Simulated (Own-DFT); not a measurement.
Si4SnGe11 (diamond-structure random alloy, atoms displaced), Si4SnGe11 (diamond-structure random alloy, strained, atoms displaced) (calculated)

Computed with Own-DFT development build. A calculation, not a measurement: plane-wave density functional theory by an unreviewed code, no spin, of a simulated periodic cell, stress positive in tension, run twice, with PBE and with PBEsol, both on files made for PBE, so the change isn't that of files made for PBEsol, forces on such cells moved up to 12 meV/angstrom on a denser k mesh; the far tail of each file's local potential was reset to the Coulomb form; each entry is a single point on an unrelaxed cell, so the pressure reflects the starting lattice, mostly measured values (interpolated for alloys), from which strain is counted, and rises with the displacements; printed positions are rounded, which can move forces by about a meV/angstrom; the program, named Own-DFT, is a retired in-house code; no spin-orbit coupling; stress was not checked against mesh or cutoff.

Common to all runs: functional PBE, then PBEsol; potential files PseudoDojo norm-conserving, scalar-relativistic, standard set; wave cutoff 49 hartree; occupations Fermi-Dirac; smearing width 0.1 eV; k mesh 3 x 3 x 3 centred on Gamma.

(1) Si4SnGe11 (diamond-structure random alloy, atoms displaced)

```cif
# cell vector a (Å): 11.3064 0.0000 0.0000
# cell vector b (Å): 0.0000 11.3064 0.0000
# cell vector c (Å): 0.0000 0.0000 11.3064
data_Si4SnGe11
_symmetry_space_group_name_H-M 'P 1'
_symmetry_Int_Tables_number 1
_cell_length_a 11.3064
_cell_length_b 11.3064
_cell_length_c 11.3064
_cell_angle_alpha 90.000
_cell_angle_beta 90.000
_cell_angle_gamma 90.000
_cell_volume 1445.35
loop_
_atom_site_label
_atom_site_type_symbol
_atom_site_fract_x
_atom_site_fract_y
_atom_site_fract_z
_atom_site_occupancy
Si1 Si 0.00024 0.99727 0.99738 1
Ge1 Ge 0.01288 0.25429 0.25088 1
Ge2 Ge 0.25876 0.00050 0.24821 1
Ge3 Ge 0.24694 0.26572 0.00054 1
Si2 Si 0.13124 0.12353 0.13047 1
Ge4 Ge 0.11897 0.37606 0.37595 1
Ge5 Ge 0.37379 0.13596 0.36992 1
Ge6 Ge 0.37771 0.37639 0.12571 1
Ge7 Ge 0.01047 0.00739 0.50249 1
Ge8 Ge 0.99217 0.24492 0.75351 1
Ge9 Ge 0.24386 0.00079 0.74314 1
Si3 Si 0.25746 0.25563 0.51393 1
Sn1 Sn 0.14050 0.13303 0.62924 1
Si4 Si 0.13082 0.37076 0.88159 1
Si5 Si 0.36601 0.11740 0.87305 1
Si6 Si 0.39071 0.37972 0.62910 1
Ge10 Ge 0.00347 0.49045 0.99675 1
Ge11 Ge 0.00381 0.74728 0.26273 1
Ge12 Ge 0.25528 0.50097 0.24176 1
Ge13 Ge 0.24242 0.74149 0.00408 1
Ge14 Ge 0.11786 0.62381 0.12159 1
Ge15 Ge 0.12244 0.87157 0.37081 1
Ge16 Ge 0.37624 0.63296 0.38133 1
Si7 Si 0.38476 0.86000 0.11534 1
Ge17 Ge 0.99828 0.49882 0.50824 1
Ge18 Ge 0.00103 0.75340 0.75197 1
Sn2 Sn 0.25741 0.49503 0.74157 1
Si8 Si 0.25848 0.74601 0.50373 1
Si9 Si 0.13023 0.61671 0.63945 1
Ge19 Ge 0.13151 0.88462 0.86876 1
Ge20 Ge 0.37419 0.62173 0.88023 1
Si10 Si 0.38006 0.88033 0.62517 1
Sn3 Sn 0.49382 0.00866 0.99834 1
Ge21 Ge 0.50575 0.25772 0.24281 1
Ge22 Ge 0.74766 0.99220 0.24744 1
Ge23 Ge 0.74152 0.24228 0.00766 1
Sn4 Sn 0.63112 0.12938 0.13114 1
Ge24 Ge 0.62568 0.36937 0.39533 1
Si11 Si 0.87833 0.12986 0.37389 1
Ge25 Ge 0.87147 0.37608 0.13893 1
Ge26 Ge 0.49709 0.99920 0.49922 1
Ge27 Ge 0.49958 0.24181 0.75212 1
Ge28 Ge 0.73456 0.98724 0.74277 1
Si12 Si 0.75065 0.23745 0.48901 1
Si13 Si 0.63181 0.12233 0.62896 1
Ge29 Ge 0.63205 0.37763 0.87222 1
Ge30 Ge 0.86916 0.13141 0.87070 1
Ge31 Ge 0.86677 0.37667 0.62670 1
Ge32 Ge 0.49590 0.49507 0.00310 1
Si14 Si 0.49622 0.75413 0.25287 1
Ge33 Ge 0.73685 0.50157 0.24560 1
Ge34 Ge 0.73732 0.74582 0.99746 1
Ge35 Ge 0.62863 0.62321 0.13049 1
Ge36 Ge 0.63297 0.87047 0.37157 1
Si15 Si 0.86976 0.61625 0.37511 1
Ge37 Ge 0.87397 0.86592 0.12249 1
Ge38 Ge 0.50455 0.50712 0.49154 1
Ge39 Ge 0.50171 0.74326 0.74673 1
Ge40 Ge 0.75398 0.50142 0.74841 1
Ge41 Ge 0.75842 0.75637 0.49888 1
Si16 Si 0.63731 0.63620 0.62773 1
Ge42 Ge 0.62519 0.86601 0.87275 1
Ge43 Ge 0.87360 0.61614 0.88496 1
Ge44 Ge 0.87064 0.86423 0.61233 1
```

* PBE pressure: 4.81 GPa
* PBE stress xx: -4.8 GPa
* PBE stress yy: -4.94 GPa
* PBE stress zz: -4.71 GPa
* PBE stress yz: 1.25 GPa
* PBE stress xz: -0.14 GPa
* PBE stress xy: 0.75 GPa
* PBEsol pressure: 2.14 GPa
* PBEsol stress xx: -2.13 GPa
* PBEsol stress yy: -2.26 GPa
* PBEsol stress zz: -2.03 GPa
* PBEsol stress yz: 1.22 GPa
* PBEsol stress xz: -0.13 GPa
* PBEsol stress xy: 0.73 GPa
* rms change of force components from PBE to PBEsol: 0.055 eV/Å

Force:
```csv
force element,PBE force x (eV/Å),PBE force y (eV/Å),PBE force z (eV/Å),PBEsol force x (eV/Å),PBEsol force y (eV/Å),PBEsol force z (eV/Å)
Si,-0.023,0.884,0.353,-0.052,0.836,0.311
Ge,-1.403,-1.316,-0.308,-1.368,-1.194,-0.277
Ge,-0.087,-0.939,-0.491,-0.083,-0.897,-0.416
Ge,0.738,-2.811,0.763,0.769,-2.71,0.795
Si,-0.415,-0.085,-1.214,-0.369,-0.048,-1.151
Ge,1.926,0.611,1.194,1.824,0.599,1.126
Ge,0.168,-0.11,0.823,0.19,-0.152,0.762
Ge,-0.113,-0.197,-0.031,-0.105,-0.178,-0.043
Ge,-1.766,-1.032,-1.08,-1.689,-1.037,-1.035
Ge,0.558,1.936,0.255,0.502,1.85,0.234
Ge,3.371,-2.152,1.733,3.205,-2.086,1.698
Si,1.863,2.448,-2.748,1.797,2.367,-2.732
Sn,-2.763,0.969,-0.584,-2.75,0.857,-0.506
Si,-1.814,0.247,-1.493,-1.773,0.245,-1.453
Si,-1.353,2.179,-1.117,-1.328,2.142,-1.105
Si,1.02,-1.617,-1.936,1.049,-1.552,-1.864
Ge,-0.47,-0.199,0.77,-0.498,-0.131,0.787
Ge,-1.599,-1.167,-1.225,-1.516,-1.092,-1.221
Ge,-0.763,0.549,1.268,-0.743,0.524,1.212
Ge,0.768,1.245,-0.789,0.722,1.163,-0.794
Ge,-0.184,-0.462,0.838,-0.155,-0.449,0.801
Ge,1.792,0.915,1.313,1.706,0.908,1.244
Ge,-0.111,-0.446,-1.452,-0.077,-0.506,-1.412
Si,-1.521,0.126,1.293,-1.535,0.163,1.21
Ge,0.029,0.681,-0.306,0.016,0.593,-0.299
Ge,-0.198,-0.774,0.048,-0.214,-0.726,0.062
Sn,0.032,-1.171,2.198,0.071,-1.115,2.21
Si,-1.431,0.83,1.149,-1.406,0.797,1.063
Si,-2.063,2.832,-2.845,-2.057,2.755,-2.764
Ge,-0.971,-1.109,1.378,-0.92,-1.099,1.288
Ge,0.622,0.808,0.345,0.606,0.774,0.344
Si,-0.547,-1.021,0.002,-0.498,-0.955,0.031
Sn,0.175,-2,-0.518,0.256,-1.956,-0.491
Ge,-1.209,1.108,2.492,-1.186,1.068,2.419
Ge,2.328,-0.107,1.194,2.224,-0.138,1.14
Ge,3.372,3.463,-2.94,3.277,3.367,-2.868
Sn,-1.046,-1.722,1.663,-1.022,-1.664,1.608
Ge,-0.041,0.209,-2.141,-0.1,0.264,-2.13
Si,0.55,-0.991,-0.664,0.605,-1.015,-0.705
Ge,0.417,-0.473,-1.308,0.406,-0.458,-1.269
Ge,0.862,0.719,-0.266,0.847,0.71,-0.309
Ge,0.344,0.176,0.027,0.361,0.198,0.048
Ge,2.048,0.41,0.133,2.002,0.344,0.164
Si,0.34,0.151,2.018,0.303,0.232,1.984
Si,-1.068,0.304,-1.293,-1.083,0.263,-1.218
Ge,-0.961,-0.606,0.564,-0.935,-0.592,0.56
Ge,-0.62,-2.154,0.995,-0.612,-2.047,0.945
Ge,0.452,-1.408,-0.888,0.476,-1.322,-0.825
Ge,1.292,0.662,-0.483,1.24,0.642,-0.464
Si,0.791,-0.527,-0.209,0.823,-0.566,-0.145
Ge,1.463,-1.166,2.338,1.403,-1.15,2.218
Ge,1.537,-0.357,0.522,1.49,-0.355,0.512
Ge,-2.522,1.049,-0.745,-2.409,0.98,-0.75
Ge,-1.541,0.153,0.471,-1.447,0.183,0.481
Si,0.329,0.353,0.204,0.324,0.346,0.202
Ge,0.578,0.207,-0.155,0.517,0.178,-0.117
Ge,0.323,0.345,2.13,0.314,0.326,2.007
Ge,-0.556,0.436,0.033,-0.534,0.437,0.105
Ge,-0.6,0.754,0.085,-0.54,0.685,0.119
Ge,-1.545,-2.726,-1.905,-1.489,-2.562,-1.838
Si,-0.614,-0.964,-0.709,-0.595,-0.937,-0.691
Ge,-0.921,0.332,-0.334,-0.878,0.313,-0.338
Ge,0.329,0.928,-0.705,0.31,0.892,-0.687
Ge,2.423,2.79,2.287,2.332,2.692,2.22
```

(2) Si4SnGe11 (diamond-structure random alloy, atoms displaced)

```cif
# cell vector a (Å): 11.3064 0.0000 0.0000
# cell vector b (Å): 0.0000 11.3064 0.0000
# cell vector c (Å): 0.0000 0.0000 11.3064
data_Si4SnGe11
_symmetry_space_group_name_H-M 'P 1'
_symmetry_Int_Tables_number 1
_cell_length_a 11.3064
_cell_length_b 11.3064
_cell_length_c 11.3064
_cell_angle_alpha 90.000
_cell_angle_beta 90.000
_cell_angle_gamma 90.000
_cell_volume 1445.35
loop_
_atom_site_label
_atom_site_type_symbol
_atom_site_fract_x
_atom_site_fract_y
_atom_site_fract_z
_atom_site_occupancy
Ge1 Ge 0.99471 0.98733 0.99863 1
Sn1 Sn 0.00302 0.25073 0.25569 1
Ge2 Ge 0.24699 0.99376 0.25915 1
Si1 Si 0.24953 0.25278 0.99351 1
Ge3 Ge 0.13688 0.12424 0.13017 1
Ge4 Ge 0.13313 0.36598 0.37786 1
Ge5 Ge 0.38303 0.12311 0.37553 1
Sn2 Sn 0.36960 0.36294 0.13296 1
Ge6 Ge 0.00004 0.00166 0.50728 1
Si2 Si 0.99679 0.25458 0.76545 1
Ge7 Ge 0.25584 0.00302 0.75746 1
Ge8 Ge 0.25664 0.24330 0.48885 1
Ge9 Ge 0.13617 0.13215 0.60561 1
Ge10 Ge 0.11784 0.36710 0.87171 1
Ge11 Ge 0.38258 0.12842 0.87375 1
Ge12 Ge 0.37803 0.37363 0.63777 1
Si3 Si 0.98456 0.50704 0.99659 1
Ge13 Ge 0.01613 0.74652 0.24193 1
Ge14 Ge 0.25363 0.49782 0.23763 1
Ge15 Ge 0.25198 0.75570 0.00308 1
Ge16 Ge 0.13889 0.61876 0.12955 1
Si4 Si 0.12167 0.86573 0.38800 1
Ge17 Ge 0.38017 0.61874 0.37613 1
Ge18 Ge 0.37419 0.88307 0.12302 1
Ge19 Ge 0.99170 0.50177 0.51305 1
Ge20 Ge 0.99612 0.74531 0.76449 1
Si5 Si 0.24567 0.48971 0.74894 1
Sn3 Sn 0.24876 0.74978 0.49831 1
Ge21 Ge 0.13164 0.61471 0.63103 1
Ge22 Ge 0.12746 0.88541 0.86688 1
Si6 Si 0.37693 0.62685 0.87246 1
Si7 Si 0.38585 0.88549 0.63874 1
Ge23 Ge 0.50214 0.99862 0.00445 1
Ge24 Ge 0.48456 0.23848 0.25153 1
Ge25 Ge 0.73968 0.00876 0.25134 1
Ge26 Ge 0.75719 0.24805 0.00400 1
Si8 Si 0.62401 0.13258 0.13587 1
Ge27 Ge 0.62916 0.36713 0.37130 1
Ge28 Ge 0.87609 0.12458 0.37284 1
Sn4 Sn 0.87768 0.36864 0.12668 1
Si9 Si 0.50022 0.01130 0.50014 1
Ge29 Ge 0.49192 0.24562 0.75671 1
Ge30 Ge 0.74053 0.00375 0.75794 1
Si10 Si 0.74728 0.26086 0.50054 1
Si11 Si 0.61750 0.12630 0.61715 1
Ge31 Ge 0.62655 0.38112 0.87717 1
Ge32 Ge 0.88057 0.11543 0.88256 1
Si12 Si 0.87110 0.37769 0.62419 1
Si13 Si 0.51112 0.50204 0.00580 1
Ge33 Ge 0.49108 0.74250 0.25137 1
Ge34 Ge 0.73899 0.51484 0.24692 1
Ge35 Ge 0.74564 0.76086 0.00249 1
Ge36 Ge 0.62680 0.62127 0.12097 1
Ge37 Ge 0.63678 0.87642 0.37196 1
Ge38 Ge 0.87793 0.62202 0.36904 1
Si14 Si 0.87299 0.87700 0.13035 1
Si15 Si 0.51235 0.48866 0.49093 1
Ge39 Ge 0.50791 0.75030 0.74149 1
Ge40 Ge 0.76107 0.50456 0.75116 1
Si16 Si 0.74638 0.75353 0.49511 1
Ge41 Ge 0.61553 0.62310 0.61655 1
Ge42 Ge 0.61333 0.87970 0.87121 1
Ge43 Ge 0.87331 0.63687 0.87028 1
Ge44 Ge 0.89117 0.85914 0.63076 1
```

* PBE pressure: 5.08 GPa
* PBE stress xx: -5.01 GPa
* PBE stress yy: -5.25 GPa
* PBE stress zz: -4.98 GPa
* PBE stress yz: 1.51 GPa
* PBE stress xz: -0.74 GPa
* PBE stress xy: 0.08 GPa
* PBEsol pressure: 2.39 GPa
* PBEsol stress xx: -2.33 GPa
* PBEsol stress yy: -2.55 GPa
* PBEsol stress zz: -2.31 GPa
* PBEsol stress yz: 1.43 GPa
* PBEsol stress xz: -0.74 GPa
* PBEsol stress xy: 0.08 GPa
* rms change of force components from PBE to PBEsol: 0.059 eV/Å

Force:
```csv
force element,PBE force x (eV/Å),PBE force y (eV/Å),PBE force z (eV/Å),PBEsol force x (eV/Å),PBEsol force y (eV/Å),PBEsol force z (eV/Å)
Ge,1.1,0.527,1.255,1.082,0.548,1.151
Sn,1.891,-1.784,0.576,1.845,-1.746,0.57
Ge,0.146,-0.242,0.367,0.178,-0.186,0.305
Si,-0.8,-1.532,-0.702,-0.79,-1.507,-0.687
Ge,-0.202,-0.762,-1.639,-0.208,-0.762,-1.542
Ge,0.284,2.903,0.954,0.29,2.782,0.912
Ge,-1.363,-1.782,0.602,-1.366,-1.657,0.532
Sn,1.144,1.114,-3.224,1.118,1.092,-3.037
Ge,-0.097,-0.653,-0.555,-0.097,-0.608,-0.519
Si,-1.02,-1.414,-2.88,-0.978,-1.4,-2.774
Ge,0.171,0.914,-1.671,0.144,0.904,-1.578
Ge,1.487,1.551,0.819,1.414,1.478,0.784
Ge,-1.315,-0.728,2.949,-1.25,-0.726,2.81
Ge,0.753,1.978,1.41,0.743,1.93,1.378
Ge,-1.481,-0.864,2.036,-1.405,-0.86,1.93
Ge,-0.152,0.266,-1.98,-0.125,0.184,-1.914
Si,2.2,0.417,-0.429,2.15,0.409,-0.422
Ge,-1.311,0.723,0.942,-1.261,0.632,0.909
Ge,-0.804,0.74,3.877,-0.787,0.727,3.757
Ge,0.093,-0.388,-1.049,0.076,-0.342,-0.971
Ge,-1.834,0.667,-2.504,-1.747,0.682,-2.384
Si,-1.907,2.375,-2.377,-1.877,2.33,-2.335
Ge,0.187,-1.539,-0.18,0.157,-1.45,-0.227
Ge,-0.109,-0.811,0.973,-0.113,-0.793,0.935
Ge,0.956,-0.483,-1.19,0.963,-0.42,-1.178
Ge,3.169,0.596,-1.592,3.041,0.599,-1.557
Si,0.697,0.536,1.168,0.647,0.488,1.113
Sn,2.171,-0.298,2.161,2.13,-0.385,2.122
Ge,-1.326,0.226,0.876,-1.336,0.246,0.797
Ge,-0.455,-1.528,1.135,-0.452,-1.479,1.119
Si,0.036,-0.582,0.225,0.039,-0.51,0.218
Si,-0.193,0.136,-1.28,-0.208,0.104,-1.204
Ge,0.239,1.37,0.349,0.19,1.288,0.301
Ge,3.639,-0.213,0.816,3.476,-0.193,0.834
Ge,1.46,-0.327,-0.462,1.426,-0.338,-0.371
Ge,-2.33,-1.428,-1.449,-2.225,-1.358,-1.422
Si,-0.238,-0.208,-1.618,-0.231,-0.2,-1.581
Ge,-0.442,0.397,-0.919,-0.435,0.401,-0.953
Ge,-1.617,-0.815,2.028,-1.541,-0.811,1.94
Sn,-1.607,3.572,-0.546,-1.604,3.424,-0.515
Si,0.462,-1.89,0.347,0.414,-1.864,0.247
Ge,2.517,0.916,-1.28,2.384,0.905,-1.217
Ge,0.93,-0.003,-1.608,0.911,-0.034,-1.492
Si,0.566,-1.582,0.663,0.538,-1.547,0.565
Si,0.986,0.976,0.861,0.981,0.976,0.928
Ge,0.315,-0.606,-0.057,0.345,-0.618,-0.077
Ge,-0.763,0.906,-0.742,-0.767,0.838,-0.673
Si,0.233,-1.042,1.013,0.251,-0.939,1.002
Si,-1.519,-0.194,-1.253,-1.452,-0.213,-1.195
Ge,1.297,1.164,-0.758,1.252,1.117,-0.736
Ge,1.149,-1.87,1.234,1.111,-1.807,1.191
Ge,0.139,-0.12,-0.11,0.101,-0.151,-0.141
Ge,-0.95,2.037,-0.393,-0.865,2.001,-0.323
Ge,-2.138,-0.213,0.604,-2.069,-0.174,0.518
Ge,-0.173,0.989,0.582,-0.151,0.926,0.543
Si,0.019,-0.264,0.189,0.02,-0.262,0.175
Si,-1.561,0.233,1.03,-1.525,0.23,1.005
Ge,-1.387,-0.324,0.781,-1.283,-0.313,0.762
Ge,-1.435,-0.188,-0.781,-1.417,-0.144,-0.716
Si,1.273,-0.811,0.726,1.243,-0.8,0.71
Ge,1.795,-0.323,-0.466,1.743,-0.283,-0.387
Ge,0.84,-0.561,0.583,0.827,-0.539,0.565
Ge,-1.432,-1.174,2.367,-1.404,-1.109,2.246
Ge,-2.384,1.317,-0.802,-2.26,1.287,-0.748
```

(3) Si4SnGe11 (diamond-structure random alloy, strained, atoms displaced)

```cif
# cell vector a (Å): 11.5608 0.0000 0.0000
# cell vector b (Å): 0.0000 11.5608 0.0000
# cell vector c (Å): 0.0000 0.0000 11.3064
data_Si4SnGe11
_symmetry_space_group_name_H-M 'P 1'
_symmetry_Int_Tables_number 1
_cell_length_a 11.5608
_cell_length_b 11.5608
_cell_length_c 11.3064
_cell_angle_alpha 90.000
_cell_angle_beta 90.000
_cell_angle_gamma 90.000
_cell_volume 1511.12
loop_
_atom_site_label
_atom_site_type_symbol
_atom_site_fract_x
_atom_site_fract_y
_atom_site_fract_z
_atom_site_occupancy
Si1 Si 0.99898 0.99624 0.99996 1
Ge1 Ge 0.00114 0.25675 0.25438 1
Ge2 Ge 0.24697 0.00094 0.25418 1
Ge3 Ge 0.24737 0.24998 0.99968 1
Ge4 Ge 0.12780 0.12039 0.11802 1
Si2 Si 0.12420 0.37187 0.37550 1
Si3 Si 0.37285 0.11949 0.37437 1
Si4 Si 0.38288 0.37534 0.12537 1
Ge5 Ge 0.00023 0.00746 0.50421 1
Ge6 Ge 0.00394 0.24369 0.74537 1
Ge7 Ge 0.25135 0.99255 0.74976 1
Si5 Si 0.25108 0.25048 0.50265 1
Ge8 Ge 0.12570 0.12125 0.62600 1
Ge9 Ge 0.13073 0.37805 0.87184 1
Ge10 Ge 0.37694 0.13047 0.87262 1
Ge11 Ge 0.38315 0.38099 0.62442 1
Ge12 Ge 0.99981 0.49062 0.99915 1
Ge13 Ge 0.99916 0.74667 0.24959 1
Si6 Si 0.24565 0.49564 0.25125 1
Si7 Si 0.25026 0.75042 0.99748 1
Si8 Si 0.12426 0.62045 0.12431 1
Ge14 Ge 0.12586 0.87763 0.37208 1
Ge15 Ge 0.37358 0.62653 0.37185 1
Ge16 Ge 0.37812 0.86399 0.12201 1
Si9 Si 0.00289 0.49395 0.50400 1
Ge17 Ge 0.00639 0.75029 0.75341 1
Si10 Si 0.25773 0.49768 0.75488 1
Ge18 Ge 0.25236 0.74866 0.50051 1
Ge19 Ge 0.12333 0.62822 0.62090 1
Si11 Si 0.12108 0.87395 0.86984 1
Ge20 Ge 0.36856 0.63137 0.87653 1
Ge21 Ge 0.37926 0.86737 0.62544 1
Ge22 Ge 0.49753 0.99793 0.00193 1
Ge23 Ge 0.49017 0.24958 0.24971 1
Ge24 Ge 0.75366 0.00265 0.24821 1
Ge25 Ge 0.74616 0.24482 0.99838 1
Sn1 Sn 0.62147 0.11787 0.12887 1
Si12 Si 0.62115 0.37824 0.37165 1
Si13 Si 0.87526 0.12907 0.36977 1
Sn2 Sn 0.87868 0.37906 0.12316 1
Ge26 Ge 0.49950 0.99424 0.50315 1
Si14 Si 0.50152 0.24507 0.74480 1
Ge27 Ge 0.74669 0.99552 0.74962 1
Sn3 Sn 0.75159 0.25417 0.49852 1
Ge28 Ge 0.62318 0.12616 0.62491 1
Ge29 Ge 0.62050 0.37375 0.87850 1
Si15 Si 0.87449 0.11792 0.87381 1
Ge30 Ge 0.87149 0.37943 0.62471 1
Ge31 Ge 0.49830 0.50008 0.00263 1
Ge32 Ge 0.50229 0.75142 0.24945 1
Ge33 Ge 0.74734 0.49680 0.25166 1
Ge34 Ge 0.74940 0.75139 0.99858 1
Ge35 Ge 0.61859 0.62573 0.12256 1
Ge36 Ge 0.62107 0.87238 0.37107 1
Ge37 Ge 0.87630 0.61578 0.37548 1
Ge38 Ge 0.88001 0.87980 0.13067 1
Ge39 Ge 0.50026 0.49905 0.50188 1
Ge40 Ge 0.50468 0.75205 0.75198 1
Sn4 Sn 0.75025 0.49917 0.74321 1
Ge41 Ge 0.75263 0.75151 0.50084 1
Ge42 Ge 0.63058 0.62220 0.61764 1
Ge43 Ge 0.62174 0.87629 0.87911 1
Si16 Si 0.87302 0.63248 0.86895 1
Ge44 Ge 0.87375 0.87642 0.61976 1
```

- PBE pressure: 0.84 GPa
- PBE stress xx: -0.38 GPa
- PBE stress yy: -0.27 GPa
- PBE stress zz: -1.87 GPa
- PBE stress yz: -0.05 GPa
- PBE stress xz: 0.26 GPa
- PBE stress xy: -0.4 GPa
- PBEsol pressure: -1.62 GPa
- PBEsol stress xx: 2.07 GPa
- PBEsol stress yy: 2.19 GPa
- PBEsol stress zz: 0.59 GPa
- PBEsol stress yz: -0.04 GPa
- PBEsol stress xz: 0.25 GPa
- PBEsol stress xy: -0.37 GPa
- rms change of force components from PBE to PBEsol: 0.044 eV/Å

Force:
```csv
force element,PBE force x (eV/Å),PBE force y (eV/Å),PBE force z (eV/Å),PBEsol force x (eV/Å),PBEsol force y (eV/Å),PBEsol force z (eV/Å)
Si,0.144,0.181,-0.701,0.138,0.176,-0.611
Ge,0.87,-1.716,0.252,0.825,-1.658,0.189
Ge,0.808,-0.208,-0.903,0.738,-0.234,-0.895
Ge,0.905,0.546,0.158,0.85,0.496,0.123
Ge,-0.677,0.215,0.611,-0.612,0.241,0.617
Si,0.666,0.381,0.792,0.609,0.333,0.739
Si,-0.189,0.666,0.787,-0.155,0.615,0.737
Si,-1.693,0.143,0.126,-1.618,0.111,0.09
Ge,-0.511,-0.407,-1.288,-0.464,-0.42,-1.212
Ge,-0.724,0.534,0.809,-0.668,0.532,0.756
Ge,0.06,0.333,0.205,0.083,0.354,0.164
Si,0.14,-0.107,-0.508,0.138,-0.112,-0.436
Ge,1.023,0.402,-0.155,0.947,0.363,-0.124
Ge,-0.285,-0.502,-0.29,-0.312,-0.528,-0.236
Ge,-0.206,-0.522,-0.113,-0.235,-0.539,-0.076
Ge,-0.995,-1.215,0.668,-0.925,-1.141,0.612
Ge,1.553,3.095,-1.976,1.505,2.943,-1.91
Ge,0.449,-0.34,0,0.399,-0.294,0.027
Si,0.346,0.052,-0.435,0.376,0.081,-0.398
Si,-1.239,-0.051,0.38,-1.141,-0.052,0.372
Si,0.405,0.112,-0.253,0.332,0.111,-0.253
Ge,-0.508,-0.408,0.809,-0.481,-0.388,0.778
Ge,-0.155,-0.686,0.002,-0.121,-0.626,0.039
Ge,-0.918,0.951,0.099,-0.837,0.95,0.123
Si,0.112,0.171,-0.566,0.064,0.202,-0.518
Ge,-0.976,-0.01,-0.524,-0.945,-0.021,-0.576
Si,-0.452,0.658,-0.787,-0.435,0.644,-0.763
Ge,-0.233,0.291,-0.452,-0.217,0.281,-0.434
Ge,0.5,-1.117,0.549,0.49,-1.014,0.538
Si,0.661,0.299,1.271,0.651,0.29,1.167
Ge,0.573,-0.571,-0.236,0.622,-0.556,-0.235
Ge,-0.4,0.278,0.13,-0.385,0.274,0.125
Ge,-1.261,-0.753,-1.098,-1.208,-0.74,-1.061
Ge,0.053,0.526,1.17,0.093,0.472,1.108
Ge,0.972,-1.023,1.673,0.91,-1.027,1.582
Ge,0.695,-0.005,-1.117,0.639,0.027,-1.055
Sn,-0.193,1.142,-0.149,-0.182,1.107,-0.156
Si,-0.892,0.081,-0.367,-0.871,0.087,-0.361
Si,0.911,-0.817,-0.103,0.896,-0.799,-0.107
Sn,-1.612,-1.439,0.467,-1.559,-1.399,0.457
Ge,-0.196,0.637,-0.573,-0.163,0.581,-0.533
Si,-0.158,0.761,0.479,-0.152,0.745,0.472
Ge,0.269,0.368,0.142,0.23,0.327,0.112
Sn,-0.589,-0.397,-0.876,-0.571,-0.377,-0.77
Ge,-0.374,-0.881,0.553,-0.329,-0.894,0.509
Ge,-0.445,-0.853,-0.266,-0.404,-0.802,-0.229
Si,0.17,0.225,0.084,0.125,0.256,0.046
Ge,3.168,-1.001,-0.41,3.029,-0.997,-0.381
Ge,-0.531,0.104,-0.361,-0.468,0.133,-0.374
Ge,-0.384,-0.667,-0.104,-0.374,-0.642,-0.107
Ge,-1.17,1.005,0.342,-1.09,1.006,0.307
Ge,0.405,-0.02,0.274,0.347,0.013,0.288
Ge,1.027,-0.083,0.323,0.987,-0.078,0.31
Ge,1.019,0.501,0.53,0.981,0.48,0.517
Ge,0.172,0.365,0.498,0.13,0.383,0.452
Ge,-0.235,-0.587,-0.73,-0.264,-0.593,-0.668
Ge,0.399,0.586,-1.255,0.363,0.596,-1.176
Ge,0.063,-0.851,-0.151,0.05,-0.81,-0.142
Sn,-0.408,0.591,2.171,-0.429,0.538,2.058
Ge,-0.117,-0.36,-0.906,-0.119,-0.359,-0.869
Ge,-1.524,1.479,-0.421,-1.471,1.428,-0.412
Ge,0.306,0.029,-0.179,0.295,0.026,-0.18
Si,0.912,-0.141,1.122,0.893,-0.133,1.091
Ge,0.497,0.029,0.778,0.47,0.032,0.751
```
